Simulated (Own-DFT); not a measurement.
# Computed records: GaN (wurtzite, atoms displaced)

Computed with Own-DFT development build. A calculation, not a measurement: plane-wave PBE density functional theory by an unreviewed code, no spin, of a simulated periodic cell, stress positive in tension, free energy of the whole cell less one offset for each atom, forces on such cells passed a denser k mesh, this cell's mesh not checked; offsets are fitted by least squares, one for each functional and potential file, so energies compare only between cells with the same atoms and settings and are not formation energies; the far tail of each file's local potential was reset to the Coulomb form; each entry is a single point on an unrelaxed cell, so the pressure reflects the starting lattice, mostly measured values (interpolated for alloys), from which strain is counted, and rises with the displacements; printed positions are rounded, which can move forces by about a meV/angstrom; the program, named Own-DFT, is a retired in-house code; no spin-orbit coupling.

Settings shared by all entries: functional PBE; potential files PseudoDojo norm-conserving, scalar-relativistic, standard set; wave cutoff 42 hartree; occupations Fermi-Dirac; smearing width 0.1 eV; k mesh 3 x 4 x 3 centred on Gamma.

(1) 
```xyz
96
Lattice="12.7560 0.0000 0.0000 -4.7835 8.2853 0.0000 0.0000 0.0000 10.3700" Properties=species:S:1:pos:R:3:force_x:R:1:force_y:R:1:force_z:R:1 formula=GaN free_energy_of_cell_above_offsets=25.392 pressure=7.87 stress_xx=-8.32 stress_yy=-6.43 stress_zz=-8.86 stress_yz=0.33 stress_xz=-0.2 stress_xy=0.21
Ga     0.0317     1.8460    10.3171     -0.362       -0.1      0.516
Ga     1.5766     0.8803     2.6408      0.002      0.149     -1.535
N      0.0399     1.7837     1.9492     -0.669      0.781     -0.216
N      1.5818     0.8965     4.5164      0.287      0.253      1.261
Ga     0.0121     1.7898     5.1627      -0.92      0.375      0.211
Ga     1.6100     0.9931     7.7472     -0.108       -1.1      0.588
N     -0.0630     1.7630     7.2290      1.721      0.795     -2.288
N      1.5942     0.8554     9.6799      0.663      1.734        0.3
Ga    -1.6063     4.6284     0.0399      0.686     -0.196     -1.453
Ga     0.0237     3.7437     2.7011     -0.508     -1.299     -3.932
N     -1.6536     4.4521     1.9103      1.792      2.213      0.806
N     -0.0661     3.6239     4.4604      0.739      0.684      3.867
Ga    -1.6457     4.5975     5.2434      0.063     -0.161     -1.371
Ga    -0.0581     3.5901     7.7112      1.122      1.544      0.309
N     -1.6116     4.5577     7.1154      0.513      1.138      0.874
N      0.0221     3.6940     9.6160     -0.155      0.406      1.753
Ga    -3.2215     7.3732    10.3451     -0.174      0.418      0.574
Ga    -1.5420     6.5160     2.5462     -1.782     -2.176      1.249
N     -3.1135     7.3687     1.9176     -1.015     -0.272       0.26
N     -1.6061     6.4421     4.5749      0.514     -0.135     -0.707
Ga    -3.2057     7.3513     5.1844      0.054     -0.174     -0.561
Ga    -1.6049     6.5454     7.8076     -0.589     -1.527     -0.825
N     -3.2271     7.3608     7.0863      1.664      1.386      0.284
N     -1.6978     6.5007     9.6944      2.354     -0.856      0.666
Ga     3.2621     1.8743     0.0929     -1.545     -0.126      -1.19
Ga     4.7392     0.9104     2.4947      2.523      0.626      1.941
N      3.2467     1.7980     2.0057     -2.248       1.42     -0.236
N      4.7665     0.8875     4.5453      0.073      -0.05     -0.328
Ga     3.1489     1.8413     5.1382      0.729     -0.545      0.242
Ga     4.6726     0.8791     7.6811      2.919      1.007      1.572
N      3.2453     1.8950     7.1640     -1.853     -2.301     -2.015
N      4.7492     0.8845     9.7793      0.567        0.4     -1.214
Ga     1.6886     4.6540     0.0572      -1.75     -1.067     -1.145
Ga     3.1602     3.6619     2.6693      0.906      0.386     -2.026
N      1.6143     4.6543     1.9485     -0.503     -1.086       0.69
N      3.1874     3.6606     4.5154     -1.027     -0.213      1.157
Ga     1.6107     4.6542     5.1374     -0.787     -3.408       1.91
Ga     3.2807     3.5791     7.7176     -0.886      3.603      1.761
N      1.6671     4.5618     7.1411     -1.042      0.277     -0.564
N      3.1590     3.7303     9.7340      0.638     -1.647      -0.48
Ga     0.0119     7.3659     0.0066     -0.275     -0.683     -0.403
Ga     1.5687     6.4147     2.6011       0.42      1.212     -0.348
N     -0.0661     7.4095     1.9509       2.14     -1.054     -0.532
N      1.5930     6.3139     4.5275      0.122      3.558     -0.488
Ga     0.0376     7.3044     5.1543      -0.68      0.575      -0.08
Ga     1.4619     6.4506     7.8305      2.443     -1.151     -0.021
N      0.0074     7.3926     7.1320     -0.719     -0.855      -0.48
N      1.7229     6.4374     9.7836     -2.519      0.375     -0.779
Ga     6.3859     1.7775     0.0002      0.485      0.857     -0.351
Ga     7.9470     0.8902     2.6446     -0.079      0.636     -1.759
N      6.4312     1.8729     1.9415     -0.835     -0.521      0.106
N      8.0185     0.9830     4.4608     -1.895     -1.473      1.973
Ga     6.3407     1.8727     5.1959        0.5      0.472     -1.068
Ga     8.0121     0.9058     7.7902     -0.823      0.677       0.06
N      6.4003     1.8436     7.0798     -0.602      -0.21      1.637
N      8.0270     0.8584     9.7569     -0.548      0.686     -0.295
Ga     4.7244     4.5731     0.0008      1.064      0.778      0.572
Ga     6.4007     3.7335     2.5862     -1.714     -0.721      0.271
N      4.7333     4.6323     1.9803      0.018      0.053     -0.083
N      6.3688     3.7487     4.5045     -0.676     -0.293      0.824
Ga     4.6501     4.6216     5.1840      2.646       0.11      0.147
Ga     6.3511     3.7448     7.8217       1.58     -0.943     -0.392
N      4.8293     4.5510     7.1539     -1.551      1.558     -0.755
N      6.3592     3.7207     9.7508     -0.085     -1.032      0.147
Ga     3.2188     7.3144     0.0698       0.91      1.034     -0.452
Ga     4.8351     6.5650     2.5863     -2.306     -2.481      0.454
N      3.1620     7.3866     1.9694     -0.083     -0.478       0.53
N      4.7347     6.4753     4.5373     -0.538     -0.436      0.038
Ga     3.1658     7.3602     5.2422     -0.035       0.75      -1.31
Ga     4.7261     6.5209     7.7649      1.168     -1.385      0.302
N      3.1796     7.3912     7.1206      -1.19     -0.562       0.56
N      4.8077     6.4600     9.7352     -1.058     -0.924       -0.4
Ga     9.5976     1.8215     0.0421     -0.626      0.843     -0.717
Ga    11.0453     0.9253     2.5747      3.983     -1.184      0.889
N      9.6196     1.7659     1.9687     -2.877      1.464     -0.921
N     11.1182     1.0215     4.5230      0.394     -1.587      0.048
Ga     9.5081     1.7990     5.1932      0.767      1.628     -1.645
Ga    11.1696     0.9123     7.7434     -2.053     -1.445      0.223
N      9.5258     1.7932     6.9908      0.823      0.582      3.728
N     11.0711     0.8509     9.7020      1.205      1.504     -0.157
Ga     7.9590     4.5964     0.0527     -0.769      0.923     -1.246
Ga     9.5925     3.6134     2.5614     -1.588      0.389      1.445
N      7.8896     4.5968     1.9306      2.186     -0.055      0.362
N      9.4934     3.7425     4.6220      1.338     -1.347     -1.701
Ga     7.9887     4.6468     5.1800     -1.494       0.32      0.478
Ga     9.5947     3.6836     7.7979     -1.514     -0.064     -0.336
N      7.9406     4.6619     7.1398      0.788     -0.467      0.293
N      9.5311     3.8195     9.7621      0.723     -2.328     -0.496
Ga     6.3050     7.3735    10.3499       1.67     -0.667      0.401
Ga     7.9863     6.4141     2.4983      0.614      0.525      0.942
N      6.3615     7.2938     1.9813      1.319      1.887     -1.119
N      7.9883     6.4879     4.4887     -0.563     -0.091      -0.23
Ga     6.3172     7.3303     5.1051      1.232      0.909      0.811
Ga     8.0224     6.5215     7.7510     -1.283      -1.51      1.001
N      6.4021     7.3017     7.1059     -0.831      1.027     -0.312
N      7.9995     6.4886     9.7416     -1.335      -0.54     -0.077
```

Units: free_energy_of_cell_above_offsets in eV; pressure, stress_xx, stress_yy, stress_zz, stress_yz, stress_xz, stress_xy in GPa; force_x, force_y, force_z in eV/Å.

(2) 
```xyz
96
Lattice="12.7560 0.0000 0.0000 -4.7835 8.2853 0.0000 0.0000 0.0000 10.3700" Properties=species:S:1:pos:R:3:force_x:R:1:force_y:R:1:force_z:R:1 formula=GaN free_energy_of_cell_above_offsets=24.607 pressure=7.54 stress_xx=-6.91 stress_yy=-7.18 stress_zz=-8.52 stress_yz=0.07 stress_xz=-0.74 stress_xy=0.24
Ga     0.0966     1.8716    10.3215     -2.457       0.17      1.322
Ga     1.5448     0.8709     2.5945      0.904      -0.03      0.603
N      0.0345     1.8246     1.9941      0.274      0.122     -1.658
N      1.5535     0.8969     4.5995      0.677      0.428      -0.19
Ga    -0.0492     1.8522     5.3053       0.32      -0.09     -1.471
Ga     1.6203     0.8820     7.7797     -0.419      1.415      0.477
N      0.0036     1.9301     7.1892     -0.186     -1.112      0.882
N      1.5327     0.9544     9.7839      2.967     -1.638     -1.236
Ga    -1.5766     4.6352    10.3050     -0.588     -0.895      1.883
Ga     0.0483     3.5914     2.6531     -1.022      1.635     -0.574
N     -1.6574     4.5258     1.9740      1.766       1.23     -0.857
N      0.0044     3.6690     4.5387       0.41      0.506      1.492
Ga    -1.6257     4.6073     5.2546      0.667     -0.233     -1.988
Ga    -0.0312     3.7644     7.7973      1.115     -0.923     -0.346
N     -1.6753     4.5335     7.1599      1.037      0.963     -0.059
N     -0.0130     3.6601     9.7169      0.376       1.17      0.123
Ga    -3.1842     7.2964    10.3427     -0.424      1.639      0.472
Ga    -1.4952     6.4908     2.5425     -2.783     -2.427      0.819
N     -3.1944     7.3594     1.8817      0.014     -0.598       0.95
N     -1.5786     6.3953     4.4929     -0.016      0.947      0.863
Ga    -3.1849     7.3367     5.2009      -0.03      0.062     -0.631
Ga    -1.6923     6.3385     7.8238      0.831      1.524      -1.61
N     -3.1917     7.3909     7.1443      0.146     -1.075      0.143
N     -1.6042     6.4888     9.6781      0.096     -0.808      0.745
Ga     3.2774     1.8156     0.0026     -1.613      0.434      0.357
Ga     4.7535     0.9871     2.5392      1.077     -0.779      0.349
N      3.2072     1.8444     2.0056     -1.091      0.488     -0.757
N      4.7637     0.9247     4.4791       0.48      0.383      0.528
Ga     3.2070     1.8479     5.1697     -0.823     -0.136      0.225
Ga     4.7714     0.9093     7.7976      0.804     -0.141      0.311
N      3.2468     1.8917     7.2188     -0.684     -1.495     -1.304
N      4.8390     0.9204     9.7916      -0.46     -1.145     -0.752
Ga     1.5832     4.6471     0.0622      0.433      -2.63     -0.373
Ga     3.2472     3.7189     2.6280     -1.596     -0.821      0.095
N      1.5926     4.6057     1.9513      0.454      0.302       1.01
N      3.2969     3.7112     4.5660     -2.232     -1.098     -0.297
Ga     1.6649     4.6666     5.2036     -0.893     -1.182     -1.129
Ga     3.2887     3.6654     7.7434     -1.281      1.083      1.261
N      1.6387     4.5936     7.0904      -0.24     -0.283      1.125
N      3.2664     3.6720     9.7590     -1.921     -0.596     -0.723
Ga    -0.0612     7.3043     0.0347      1.502      0.701     -1.497
Ga     1.6075     6.5663     2.4993      -0.52         -2      1.666
N     -0.0270     7.3470     1.9059      1.286      1.488      0.278
N      1.6142     6.4549     4.5640       -1.4      0.355     -1.341
Ga    -0.0198     7.4280     5.1765      0.042     -1.257       0.17
Ga     1.5158     6.3837     7.7730      1.475      0.336       0.27
N      0.0043     7.3426     7.1814     -1.187      0.074     -0.532
N      1.6165     6.3098     9.7361      -0.51       3.14     -0.476
Ga     6.3563     1.8548     0.0669      1.135      0.329     -2.147
Ga     7.9808     0.9360     2.6146      0.921     -0.054      0.081
N      6.4334     1.8018     1.8925     -0.713      1.069      2.287
N      7.9469     0.8847     4.5530      0.195      0.809       0.09
Ga     6.3807     1.8688     5.1619      -0.12     -0.527     -0.017
Ga     7.8929     0.8581     7.6838      0.683      0.307      1.618
N      6.3996     1.8439     7.1290     -1.331      0.646     -0.252
N      7.9570     0.8625     9.7491      0.025      2.269     -1.158
Ga     4.6992     4.5505     0.1039      1.622      1.093     -1.114
Ga     6.4257     3.7817     2.6126      0.123     -1.473      -0.34
N      4.7919     4.5594     2.0013      0.665      0.641     -0.334
N      6.3179     3.7353     4.5581      1.236      -1.28     -0.748
Ga     4.7860     4.5476     5.2004      0.036      2.157      0.056
Ga     6.2825     3.7560     7.7406      2.364      -1.36      0.871
N      4.8084     4.6124     7.0969     -0.941      0.966      0.263
N      6.3392     3.7105     9.7066     -0.266     -0.358      0.467
Ga     3.1403     7.4674     0.0477      0.558     -2.467     -1.253
Ga     4.6880     6.4044     2.5817      1.103      0.553      0.879
N      3.1936     7.3511     1.9127     -0.083      0.923      0.643
N      4.7045     6.3858     4.5284      0.336      0.462      0.352
Ga     3.0996     7.3426     5.2394      1.618      0.269     -2.056
Ga     4.7790     6.4702     7.8182      0.093     -0.145     -0.712
N      3.1974     7.3551     7.0493     -0.378     -0.739       2.79
N      4.8047     6.4026     9.7368     -1.265     -0.048      0.279
Ga     9.5760     1.9202    10.3556     -0.578     -0.819      0.421
Ga    11.2026     0.9736     2.4710     -1.053     -0.748      1.999
N      9.5906     1.9428     1.9920      -0.54     -3.259     -1.476
N     11.1863     0.9553     4.5397     -1.024     -0.481      0.226
Ga     9.5537     1.9041     5.3072      0.546     -0.973     -3.055
Ga    11.1503     0.9002     7.8764      0.187     -0.037     -1.988
N      9.4732     1.8214     7.1346      1.072      -0.24      1.679
N     11.1237     0.9231     9.7390      0.624     -0.034      1.074
Ga     7.8700     4.6424    10.3624      1.303     -0.499     -0.327
Ga     9.5211     3.6273     2.5871      2.338      1.385       1.06
N      8.1068     4.5517     1.9437     -3.405      1.222     -0.713
N      9.5746     3.7102     4.4942     -0.893     -0.169      1.552
Ga     7.9053     4.5988     5.1212      1.473      0.682      0.921
Ga     9.5472     3.6547     7.7393     -1.199     -0.761      1.384
N      8.0066     4.6270     7.1564      -0.88     -1.623     -1.177
N      9.5470     3.7184     9.7490      -0.29      0.479     -0.914
Ga     6.3388     7.3100    10.3199      0.561      0.966      1.053
Ga     7.9225     6.3549     2.5681      0.499      1.846      0.411
N      6.2749     7.3740     1.9925      0.982     -0.714     -1.082
N      7.9333     6.4816     4.5548      0.375     -0.921     -0.559
Ga     6.3322     7.3139     5.2266     -0.443      1.176     -1.635
Ga     8.0037     6.3377     7.8028     -0.197          2     -0.852
N      6.4486     7.2821     7.0985     -0.862      0.912      1.747
N      8.0118     6.4780     9.6757     -0.986     -0.635      1.093
```

Units: free_energy_of_cell_above_offsets in eV; pressure, stress_xx, stress_yy, stress_zz, stress_yz, stress_xz, stress_xy in GPa; force_x, force_y, force_z in eV/Å.

(3) 
```xyz
96
Lattice="12.7560 0.0000 0.0000 -4.7835 8.2853 0.0000 0.0000 0.0000 10.3700" Properties=species:S:1:pos:R:3 formula=GaN
Ga     0.1301     1.8383     0.0399
Ga     1.5628     0.9340     2.6069
N      0.0177     1.8053     1.9650
N      1.4862     0.9161     4.4857
Ga    -0.0098     1.8498     5.1586
Ga     1.6104     0.9410     7.7727
N      0.0508     1.8469     7.1776
N      1.5850     0.8885     9.7805
Ga    -1.6420     4.5817     0.0181
Ga     0.0285     3.6324     2.6264
N     -1.4953     4.6039     1.8567
N      0.0223     3.7255     4.5465
Ga    -1.5068     4.5582     5.2073
Ga     0.0761     3.7154     7.6635
N     -1.5643     4.5822     7.1265
N      0.0462     3.7478     9.7075
Ga    -3.0933     7.3466    10.3641
Ga    -1.6156     6.5084     2.6025
N     -3.1683     7.4355     1.9789
N     -1.6008     6.5261     4.6472
Ga    -3.1241     7.3769     5.2561
Ga    -1.5820     6.3856     7.6896
N     -3.1115     7.4288     7.1118
N     -1.5573     6.5251     9.7973
Ga     3.2286     1.8642     0.0296
Ga     4.8797     0.8412     2.6341
N      3.1666     1.8258     1.9590
N      4.7421     0.8992     4.5113
Ga     3.0833     1.8844     5.1709
Ga     4.7192     0.9571     7.8379
N      3.1471     1.8823     7.1907
N      4.7645     0.9483     9.8061
Ga     1.6421     4.5271    10.3229
Ga     3.1576     3.7027     2.5416
N      1.6157     4.6102     1.9818
N      3.2861     3.6496     4.5341
Ga     1.5143     4.6075     5.1585
Ga     3.1998     3.7609     7.8469
N      1.5818     4.6160     7.0216
N      3.1741     3.7274     9.7833
Ga     0.0219     7.3856     0.0054
Ga     1.5702     6.3771     2.4610
N      0.0684     7.3643     2.0127
N      1.5986     6.4644     4.5367
Ga     0.0521     7.3020     5.1386
Ga     1.5483     6.5173     7.7169
N      0.0050     7.3237     7.1935
N      1.5626     6.4545     9.6865
Ga     6.3909     1.8276     0.1057
Ga     8.0354     0.8459     2.4975
N      6.3587     1.8102     1.9195
N      7.9924     0.9478     4.6274
Ga     6.3004     1.9054     5.1764
Ga     8.0017     0.9956     7.7747
N      6.4452     1.6872     7.1633
N      7.9250     0.8896     9.7739
Ga     4.7374     4.4791     0.0277
Ga     6.3635     3.7161     2.5384
N      4.7883     4.5347     1.9658
N      6.4219     3.7144     4.4613
Ga     4.7944     4.6346     5.2105
Ga     6.4178     3.6469     7.6872
N      4.7339     4.6064     7.1444
N      6.3747     3.6692     9.6245
Ga     3.2104     7.4630    10.3392
Ga     4.7269     6.4060     2.5941
N      3.2205     7.3758     2.0006
N      4.8208     6.5023     4.5524
Ga     3.1335     7.3825     5.2378
Ga     4.8306     6.4671     7.7069
N      3.1847     7.4197     7.1958
N      4.7833     6.4711     9.8342
Ga     9.6735     1.7986     0.0007
Ga    11.1823     0.8935     2.6616
N      9.5828     1.8422     1.9986
N     11.1255     0.9365     4.5453
Ga     9.6093     1.8391     5.2288
Ga    11.1745     0.8715     7.8110
N      9.6401     1.9177     7.0619
N     11.0652     0.8888     9.7667
Ga     7.9426     4.6536     0.0067
Ga     9.5495     3.7219     2.4993
N      8.0242     4.5467     1.9432
N      9.6639     3.6809     4.5842
Ga     7.9719     4.5612     5.1596
Ga     9.6303     3.8128     7.8592
N      7.9710     4.6016     7.1562
N      9.5088     3.7301     9.7247
Ga     6.2641     7.3629    10.3322
Ga     8.0590     6.4201     2.5346
N      6.2470     7.3193     2.0273
N      7.8387     6.3980     4.6598
Ga     6.3489     7.3727     5.2260
Ga     8.0285     6.3653     7.7638
N      6.3357     7.3241     7.1326
N      7.9196     6.4126     9.7009
```

## Withheld values
1. Give the missing pressure for GaN (wurtzite, atoms displaced) (entry 3).
2. What stress xx does the calculation give for GaN (wurtzite, atoms displaced) (entry 3)?
3. Give the table of force values for GaN (wurtzite, atoms displaced) (entry 3).

## Answers
1. 7.86 GPa
2. -9.38 GPa
3. 
Force:
| element | x (eV/Å) | y (eV/Å) | z (eV/Å) |
| --- | --- | --- | --- |
| Ga | -2.109 | 0.713 | -0.584 |
| Ga | 1.016 | 0.296 | -0.411 |
| N | -0.695 | 0.536 | 0.035 |
| N | 1.157 | -0.074 | 1.332 |
| Ga | -0.76 | -0.349 | 0.842 |
| Ga | -0.155 | -0.186 | 0.979 |
| N | -0.896 | -0.236 | -0.804 |
| N | 1.082 | 0.194 | -0.958 |
| Ga | 1.272 | 0.744 | -1.46 |
| Ga | -0.325 | 0.568 | -1.003 |
| N | -0.944 | 0.344 | 2.446 |
| N | -0.323 | -1.363 | -0.546 |
| Ga | -1.953 | 1.202 | -0.501 |
| Ga | -0.675 | -0.678 | 1.888 |
| N | 0.333 | 0.204 | 0.138 |
| N | -0.909 | -1.38 | -0.422 |
| Ga | -2.034 | 0.331 | 0.159 |
| Ga | 0.924 | -0.864 | 0.404 |
| N | -0.16 | -1.186 | -0.543 |
| N | 0.576 | -1.891 | -1.658 |
| Ga | -2.297 | 0.122 | -1.395 |
| Ga | 0.407 | 1.201 | 1.501 |
| N | -0.893 | -1.03 | 1.468 |
| N | -0.022 | -1.924 | -1.505 |
| Ga | -0.895 | -0.61 | 0.34 |
| Ga | -1.283 | 1.489 | -0.372 |
| N | 0.49 | 0.005 | 0.253 |
| N | -0.136 | 0.269 | 1.42 |
| Ga | 1.02 | -0.86 | 0.053 |
| Ga | 0.876 | -0.734 | -0.329 |
| N | 0.695 | 0.442 | -0.548 |
| N | 0.43 | -0.025 | -0.732 |
| Ga | -1.816 | 2.607 | 0.977 |
| Ga | 0.929 | -1.272 | 1.309 |
| N | -0.615 | -1.254 | -1.067 |
| N | -1.591 | 0.944 | -0.321 |
| Ga | 2.934 | 0.695 | -0.752 |
| Ga | -0.782 | -0.565 | -1.125 |
| N | 1.01 | 0.576 | 1.652 |
| N | 0.434 | -1.639 | -1.164 |
| Ga | 0.385 | -0.186 | 0.206 |
| Ga | 1.295 | 1.391 | 1.751 |
| N | -1.447 | -0.439 | -1.089 |
| N | 0.354 | -1.054 | -0.792 |
| Ga | -0.504 | 1.702 | 1.067 |
| Ga | 1.603 | -1.017 | 1.117 |
| N | -1.268 | 1.543 | -1.31 |
| N | 0.869 | -0.344 | 0.724 |
| Ga | -0.082 | 0.605 | -2.717 |
| Ga | -0.665 | 1.863 | 2.336 |
| N | 0.912 | 0.529 | 1.963 |
| N | -0.733 | 0.037 | -1.244 |
| Ga | 1.023 | -1.233 | -0.22 |
| Ga | 1.749 | -0.884 | 0.599 |
| N | -2.719 | 2.535 | -0.949 |
| N | 1.02 | 2.428 | -0.805 |
| Ga | 2.057 | 2.214 | -0.317 |
| Ga | 0.615 | -1.147 | 0.539 |
| N | -0.529 | 0.807 | -0.506 |
| N | -0.926 | -0.383 | 1.066 |
| Ga | 0.1 | 0.261 | -0.857 |
| Ga | -0.793 | -0.527 | 0.775 |
| N | 1.221 | -0.092 | -0.002 |
| N | -0.201 | -0.227 | 1.556 |
| Ga | -0.565 | -2.838 | 0.493 |
| Ga | 0.317 | -0.415 | 0.7 |
| N | -1.209 | -1.485 | -1.339 |
| N | -1.676 | -0.987 | 0.295 |
| Ga | 1.013 | 0.452 | -0.5 |
| Ga | -1.9 | -0.588 | 1.836 |
| N | 0.422 | -0.656 | -0.3 |
| N | -1.655 | -1.97 | -1.855 |
| Ga | -3.175 | 1.708 | 1.024 |
| Ga | -0.616 | -0.392 | -0.976 |
| N | 0.539 | 0.232 | -0.935 |
| N | 1.181 | -0.181 | 0.742 |
| Ga | -1.018 | 0.366 | -1.49 |
| Ga | -0.168 | 0.88 | -0.465 |
| N | -0.179 | -0.163 | 3.074 |
| N | 3.342 | -0.204 | -1.165 |
| Ga | -0.688 | -0.928 | -0.592 |
| Ga | 2.146 | -1.269 | 1.869 |
| N | -1.443 | 1.395 | -0.543 |
| N | -0.787 | 0.514 | -1.168 |
| Ga | 1.087 | 0.183 | 0.211 |
| Ga | -0.848 | -1.985 | -1.495 |
| N | 0.641 | -0.663 | -0.8 |
| N | 0.773 | -0.762 | 0.902 |
| Ga | 2.145 | -0.093 | 1.678 |
| Ga | -2.094 | 0.487 | 1.452 |
| N | 2.705 | 0.553 | -1.198 |
| N | 2.768 | 0.505 | -1.573 |
| Ga | 0.072 | 0.538 | -0.689 |
| Ga | -0.616 | 1.757 | -0.077 |
| N | 2.021 | 0.9 | 0.492 |
| N | 0.814 | 1.364 | 0.508 |

Further results for GaN (wurtzite, atoms displaced) (entry 3):

- free energy of cell above offsets: 25.501 eV
- stress yy: -7.05 GPa
- stress zz: -7.16 GPa
- stress yz: -0.34 GPa
- stress xz: 0.22 GPa
- stress xy: 0.79 GPa
